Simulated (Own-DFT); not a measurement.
# Computed records: SiGe₃ (diamond lattice with Si and Ge gathered in clusters, atoms displaced)

A calculation, not a measurement: plane-wave density functional theory by an unreviewed code, no spin, of a simulated periodic cell, stress positive in tension, run twice, with PBE and with PBEsol, both on files made for PBE, so the change isn't that of files made for PBEsol; forces on such cells passed a denser k mesh, this cell's mesh not checked; the far tail of each file's local potential was reset to the Coulomb form; each entry is a single point on an unrelaxed cell, so the pressure reflects the starting lattice, mostly measured values (interpolated for alloys), from which strain is counted, and rises with the displacements; printed positions are rounded, which can move forces by about a meV/angstrom; the program, named Own-DFT, is a retired in-house code; no spin-orbit coupling; stress was not checked against mesh or cutoff. Program: Own-DFT development build.

Settings shared by all entries: functional PBE, then PBEsol; potential files PseudoDojo norm-conserving, scalar-relativistic, standard set; wave cutoff 42 hartree; occupations Fermi-Dirac; smearing width 0.1 eV; k mesh 3 x 3 x 3 centred on Gamma.

(1) SiGe₃ (diamond lattice with Si and Ge gathered in clusters, atoms displaced)

```
cell vectors (Å)
  11.2025     0.0000     0.0000
   0.0000    11.2025     0.0000
   0.0000     0.0000    11.2025
atoms (fractions of the cell vectors)
Si  0.99195  0.00094  0.00338
Si  0.99685  0.24852  0.24686
Si  0.25398  0.00288  0.25042
Si  0.24417  0.25833  0.99305
Si  0.12281  0.11920  0.11897
Ge  0.11586  0.37275  0.37775
Ge  0.38403  0.12827  0.36473
Ge  0.36946  0.36566  0.11906
Ge  0.99699  0.99000  0.50093
Ge  0.00372  0.24341  0.74915
Ge  0.24370  0.99512  0.75008
Ge  0.25192  0.25040  0.50258
Si  0.12969  0.13141  0.63403
Ge  0.11721  0.37387  0.87426
Si  0.36728  0.12192  0.86757
Ge  0.37456  0.37784  0.62231
Ge  0.00219  0.49343  0.99573
Ge  0.99698  0.75231  0.25134
Ge  0.24482  0.49390  0.25890
Ge  0.24498  0.75325  0.99268
Si  0.12543  0.61483  0.12572
Si  0.12875  0.87830  0.39015
Ge  0.36969  0.62392  0.38048
Si  0.37136  0.87868  0.12147
Ge  0.00270  0.49406  0.50031
Ge  0.00626  0.75438  0.75607
Ge  0.25149  0.51353  0.75756
Ge  0.25434  0.75096  0.49569
Ge  0.12439  0.62189  0.62042
Si  0.12729  0.87441  0.87730
Ge  0.36813  0.61881  0.87764
Ge  0.37162  0.87709  0.61480
Ge  0.50836  0.00441  0.99803
Ge  0.49795  0.25068  0.24754
Ge  0.74447  0.99631  0.24429
Ge  0.74217  0.25212  0.99239
Si  0.62551  0.11746  0.12661
Ge  0.61666  0.37102  0.37912
Si  0.87374  0.12947  0.37968
Si  0.87978  0.37218  0.12158
Ge  0.50383  0.99562  0.50183
Ge  0.50159  0.24866  0.75682
Ge  0.74270  0.00391  0.75003
Ge  0.74821  0.24642  0.49140
Ge  0.61971  0.12981  0.63128
Ge  0.62358  0.37943  0.87106
Si  0.86427  0.11960  0.87576
Ge  0.87188  0.36703  0.62879
Ge  0.51628  0.50039  0.99995
Ge  0.50108  0.75574  0.24893
Ge  0.74825  0.49186  0.24091
Ge  0.73797  0.74830  0.99595
Ge  0.61198  0.63055  0.12256
Ge  0.62424  0.86458  0.37851
Ge  0.87231  0.61793  0.37160
Si  0.87548  0.86698  0.12362
Ge  0.49941  0.50720  0.49973
Ge  0.50138  0.74576  0.74602
Ge  0.75124  0.49678  0.76162
Ge  0.75091  0.75364  0.50059
Ge  0.61337  0.62657  0.62318
Ge  0.62317  0.86700  0.88570
Ge  0.87147  0.61856  0.87705
Ge  0.87227  0.86862  0.62668
```

Results for SiGe₃ (diamond lattice with Si and Ge gathered in clusters, atoms displaced): PBE pressure 4.05 GPa; PBE stress xx -4.01 GPa; PBE stress yy -4.09 GPa; PBE stress zz -4.04 GPa; PBE stress yz -1.13 GPa; PBE stress xz -0.8 GPa; PBE stress xy 0.31 GPa; PBEsol pressure 1.33 GPa; PBEsol stress xx -1.3 GPa; PBEsol stress yy -1.36 GPa; PBEsol stress zz -1.32 GPa; PBEsol stress yz -1.06 GPa; PBEsol stress xz -0.77 GPa; PBEsol stress xy 0.31 GPa; rms change of force components from PBE to PBEsol 0.049 eV/Å.

Force:
```csv
force element,PBE force x (eV/Å),PBE force y (eV/Å),PBE force z (eV/Å),PBEsol force x (eV/Å),PBEsol force y (eV/Å),PBEsol force z (eV/Å)
Si,0.183,-0.566,-0.541,0.176,-0.558,-0.542
Si,0.049,-0.609,-0.039,0.095,-0.561,0.004
Si,-0.867,-0.501,-0.156,-0.811,-0.45,-0.101
Si,-0.035,-2.107,0.014,-0.038,-1.985,0.011
Si,0.279,0.765,0.54,0.289,0.757,0.528
Ge,0.542,-1.299,-0.555,0.563,-1.204,-0.495
Ge,-1.17,-1.097,1.526,-1.091,-1.019,1.501
Ge,0.524,1.321,0.251,0.557,1.307,0.304
Ge,0.124,2.012,0.691,0.077,1.923,0.722
Ge,-1.301,-0.258,0.754,-1.272,-0.163,0.742
Ge,0.385,0.239,-0.314,0.411,0.203,-0.348
Ge,-0.202,-0.534,-0.537,-0.159,-0.467,-0.545
Si,-0.197,-1.335,-1.41,-0.189,-1.304,-1.376
Ge,1.164,0.102,-0.991,1.077,0.144,-0.985
Si,0.405,0.473,1.181,0.429,0.425,1.117
Ge,0.146,0.32,1.065,0.143,0.311,1.022
Ge,-0.621,0.818,1.397,-0.597,0.787,1.273
Ge,1.169,-0.399,0.208,1.104,-0.432,0.238
Ge,0.419,0.158,-1.074,0.428,0.126,-0.999
Ge,0.423,-0.785,1.729,0.455,-0.816,1.646
Si,-0.169,1.092,-0.031,-0.17,1.061,-0.032
Si,0.161,-0.04,-2.528,0.125,-0.074,-2.429
Ge,0.759,0.071,-1.632,0.736,0.066,-1.556
Si,0.184,0.231,0.116,0.226,0.183,0.069
Ge,-1.43,0.479,0.577,-1.369,0.462,0.547
Ge,-0.615,-0.911,-0.447,-0.639,-0.923,-0.488
Ge,-1.425,-2.508,-1.787,-1.377,-2.42,-1.734
Ge,-1.161,-0.201,0.682,-1.072,-0.235,0.699
Ge,0.204,0.847,0.484,0.208,0.815,0.481
Si,-1.267,1.186,0.392,-1.201,1.124,0.347
Ge,2.35,1.498,1.139,2.261,1.453,1.081
Ge,0.356,-0.199,1.514,0.348,-0.205,1.454
Ge,-1.994,0.001,0.153,-1.898,-0.051,0.111
Ge,0.973,-0.05,-1.173,0.901,-0.028,-1.089
Ge,1.23,-0.192,0.91,1.168,-0.222,0.918
Ge,0.865,-0.666,1.352,0.802,-0.604,1.272
Si,-0.03,1.548,-0.27,-0.033,1.507,-0.263
Ge,0.557,0.792,-0.816,0.539,0.76,-0.798
Si,0.627,-1.294,-1.499,0.573,-1.303,-1.42
Si,-0.545,-0.538,-0.174,-0.58,-0.474,-0.22
Ge,-0.129,0.965,-0.609,-0.135,0.928,-0.589
Ge,-1.534,0.417,-0.404,-1.435,0.439,-0.436
Ge,0.371,-1.178,0.301,0.325,-1.166,0.252
Ge,-0.297,0.166,1.337,-0.338,0.208,1.346
Ge,0.513,-0.346,-1.118,0.5,-0.347,-1.072
Ge,-0.106,-0.901,0.282,-0.089,-0.871,0.287
Si,1.153,0.356,0.106,1.074,0.388,0.061
Ge,0.035,0.432,-0.308,0.043,0.416,-0.296
Ge,-3.008,-0.569,-0.107,-2.91,-0.538,-0.113
Ge,-1.923,-0.315,0.009,-1.813,-0.338,0.038
Ge,-0.376,0.261,0.237,-0.39,0.294,0.272
Ge,2.45,-1.001,1.555,2.326,-0.992,1.475
Ge,1.757,-0.175,1.069,1.706,-0.175,1.013
Ge,0.314,1.424,-0.423,0.299,1.375,-0.406
Ge,-0.066,0.232,0.253,-0.059,0.232,0.244
Si,-0.572,0.689,-0.423,-0.608,0.622,-0.369
Ge,-0.477,-1.119,-0.178,-0.472,-1.078,-0.163
Ge,-1.558,1.006,1.07,-1.498,0.959,1.026
Ge,-0.224,0.373,-2.543,-0.218,0.35,-2.441
Ge,0.05,-1.838,0.063,0.039,-1.771,0.058
Ge,2.56,-0.311,0.286,2.454,-0.287,0.275
Ge,-0.847,1.457,-2.536,-0.818,1.407,-2.447
Ge,0.802,1.3,0.453,0.762,1.239,0.436
Ge,0.067,0.814,0.928,0.064,0.789,0.882
```

(2) SiGe₃ (diamond lattice with Si and Ge gathered in clusters, atoms displaced)

```
cell vectors (Å)
  11.2025     0.0000     0.0000
   0.0000    11.2025     0.0000
   0.0000     0.0000    11.2025
atoms (fractions of the cell vectors)
Si  0.99331  0.99371  0.99736
Ge  0.99031  0.24954  0.25288
Ge  0.25073  0.99494  0.24931
Ge  0.25558  0.25661  0.00136
Ge  0.11936  0.13259  0.11948
Ge  0.11874  0.37110  0.36472
Ge  0.37361  0.12806  0.37417
Ge  0.36802  0.37421  0.13555
Si  0.99911  0.00381  0.49352
Ge  0.00726  0.24718  0.76123
Ge  0.24537  0.99835  0.74592
Si  0.25064  0.25582  0.49984
Si  0.12545  0.13016  0.62697
Ge  0.12597  0.37732  0.87044
Ge  0.37160  0.11923  0.87787
Ge  0.37762  0.37874  0.62117
Ge  0.00159  0.50903  0.99801
Si  0.99834  0.74551  0.24819
Ge  0.24585  0.49991  0.25518
Ge  0.25940  0.74441  0.99843
Ge  0.13257  0.62262  0.12703
Si  0.12124  0.87651  0.38141
Ge  0.37357  0.63168  0.37941
Ge  0.36871  0.87239  0.13173
Si  0.00511  0.50098  0.49632
Si  0.00260  0.74815  0.74607
Ge  0.25313  0.50433  0.75131
Si  0.24972  0.76102  0.50149
Ge  0.13174  0.62718  0.61942
Ge  0.12225  0.87655  0.88369
Ge  0.37217  0.62795  0.86434
Ge  0.37029  0.86862  0.63092
Ge  0.49454  0.00021  0.00449
Ge  0.50083  0.25268  0.25122
Si  0.74739  0.00108  0.24937
Ge  0.75545  0.26012  0.99565
Ge  0.62033  0.12043  0.12303
Ge  0.63189  0.37027  0.37603
Si  0.89014  0.12065  0.37817
Ge  0.87782  0.38249  0.12187
Si  0.51336  0.00050  0.49339
Ge  0.49620  0.24957  0.74690
Si  0.75032  0.00129  0.75224
Si  0.74772  0.25029  0.49379
Ge  0.62385  0.12815  0.63220
Ge  0.63150  0.36936  0.87019
Ge  0.87671  0.12438  0.87583
Ge  0.87620  0.38464  0.62072
Ge  0.49907  0.49825  0.98784
Ge  0.49877  0.74580  0.24304
Ge  0.75713  0.49576  0.24216
Ge  0.74724  0.74987  0.99784
Ge  0.62346  0.63069  0.13524
Ge  0.62330  0.87756  0.38699
Ge  0.87714  0.62358  0.36619
Ge  0.87296  0.86339  0.12520
Ge  0.49973  0.50773  0.49958
Ge  0.50350  0.74314  0.74536
Ge  0.75040  0.50225  0.74710
Si  0.75226  0.73832  0.49775
Ge  0.62466  0.62255  0.61838
Ge  0.62932  0.86466  0.87638
Ge  0.87890  0.62529  0.86619
Si  0.87352  0.87279  0.62105
```

It finds PBE pressure 3.85 GPa; PBE stress xx -3.92 GPa; PBE stress yy -3.85 GPa; PBE stress zz -3.79 GPa; PBE stress yz -0.3 GPa; PBE stress xz -0.21 GPa; PBE stress xy 0.65 GPa; PBEsol pressure 1.14 GPa; PBEsol stress xx -1.2 GPa; PBEsol stress yy -1.14 GPa; PBEsol stress zz -1.08 GPa; PBEsol stress yz -0.27 GPa; PBEsol stress xz -0.2 GPa; PBEsol stress xy 0.64 GPa; rms change of force components from PBE to PBEsol 0.044 eV/Å.

Force:
```csv
force element,PBE force x (eV/Å),PBE force y (eV/Å),PBE force z (eV/Å),PBEsol force x (eV/Å),PBEsol force y (eV/Å),PBEsol force z (eV/Å)
Si,0.063,0.604,1.079,0.064,0.595,1.055
Ge,0.29,-0.218,-0.985,0.345,-0.149,-1.001
Ge,-1.519,1.043,0.747,-1.421,1.033,0.689
Ge,-0.734,-0.437,-0.378,-0.72,-0.427,-0.357
Ge,-0.022,-1.129,-0.024,0.006,-1.059,0.001
Ge,0.428,0.229,1.743,0.412,0.229,1.621
Ge,0.365,-0.54,0.67,0.37,-0.526,0.581
Ge,1.237,0.762,-0.949,1.19,0.724,-0.922
Si,0.893,-0.895,1.977,0.9,-0.891,1.977
Ge,-0.841,0.136,-1.863,-0.834,0.166,-1.751
Ge,-0.333,0.237,0.477,-0.277,0.188,0.509
Si,-0.608,-0.522,-0.046,-0.556,-0.471,-0.089
Si,-0.008,-0.192,-0.951,-0.012,-0.192,-0.851
Ge,0.558,0.6,1.144,0.539,0.575,1.112
Ge,-0.05,0.605,-0.542,-0.048,0.591,-0.517
Ge,-0.436,-0.032,0.073,-0.381,0.011,0.112
Ge,0.461,-0.562,-0.178,0.446,-0.555,-0.173
Si,1.162,0.709,0.303,1.101,0.654,0.254
Ge,0.548,0.275,0.405,0.523,0.253,0.368
Ge,-0.964,0.697,0.215,-0.936,0.678,0.214
Ge,-0.688,0.775,-0.16,-0.636,0.711,-0.187
Si,-0.091,-0.296,-0.911,-0.057,-0.264,-0.946
Ge,-0.557,0.15,-0.3,-0.496,0.106,-0.323
Ge,0.869,-0.18,-0.991,0.85,-0.176,-0.965
Si,-0.078,0.209,-0.225,-0.077,0.202,-0.222
Si,0.129,0.859,-0.278,0.171,0.799,-0.233
Ge,-0.705,-0.785,-1.115,-0.677,-0.75,-1.083
Si,-0.389,-0.624,-0.475,-0.326,-0.658,-0.412
Ge,-0.565,0.095,-0.094,-0.512,0.056,-0.051
Ge,0.077,-0.738,-0.938,0.146,-0.727,-0.923
Ge,1.093,-0.277,0.904,1.062,-0.278,0.877
Ge,1.377,1.164,-0.979,1.345,1.133,-0.879
Ge,0.299,-1.239,-0.555,0.283,-1.187,-0.53
Ge,0.11,-0.351,-0.082,0.093,-0.342,-0.081
Si,0.845,-0.319,0.651,0.788,-0.34,0.603
Ge,-0.187,-1.547,0.9,-0.178,-1.49,0.852
Ge,1.063,1.033,0.244,0.977,1.028,0.211
Ge,-0.628,1.079,-0.465,-0.655,1.082,-0.502
Si,-3.116,0.51,-0.681,-3.047,0.571,-0.736
Ge,0.653,-0.759,-0.594,0.616,-0.73,-0.568
Si,-2.49,1.232,2.037,-2.439,1.214,1.99
Ge,-0.277,-0.01,0.739,-0.248,-0.011,0.708
Si,0.184,-0.638,-0.423,0.142,-0.584,-0.376
Si,1.557,-1.015,1.166,1.485,-0.959,1.167
Ge,0.768,-0.657,-1.276,0.7,-0.593,-1.204
Ge,-0.901,0.73,-0.518,-0.871,0.716,-0.497
Ge,-0.34,-0.596,0.181,-0.322,-0.493,0.178
Ge,0.324,-1.326,-0.229,0.289,-1.269,-0.16
Ge,-0.055,0.104,1.414,-0.058,0.105,1.364
Ge,-0.503,1.483,2.034,-0.496,1.428,1.964
Ge,-1.353,0.627,1.077,-1.3,0.615,1.043
Ge,0.778,-1.415,0.494,0.751,-1.357,0.483
Ge,0.796,-1.768,-2.198,0.776,-1.699,-2.134
Ge,1.507,-1.598,-1.975,1.454,-1.597,-1.958
Ge,0.24,-0.354,0.963,0.193,-0.396,0.899
Ge,0.094,1.471,0.315,0.045,1.391,0.255
Ge,0.117,-1.22,-0.805,0.113,-1.173,-0.761
Ge,0.077,0.711,0.03,0.057,0.681,0.031
Ge,-0.178,-0.167,-0.044,-0.163,-0.17,-0.047
Si,0.302,1.348,-0.003,0.255,1.274,-0.042
Ge,0.782,0.311,0.498,0.707,0.26,0.522
Ge,-1.038,1.872,-0.749,-1.024,1.767,-0.687
Ge,-0.45,0.606,0.394,-0.48,0.542,0.426
Si,0.059,0.136,0.107,0.051,0.135,0.103
```
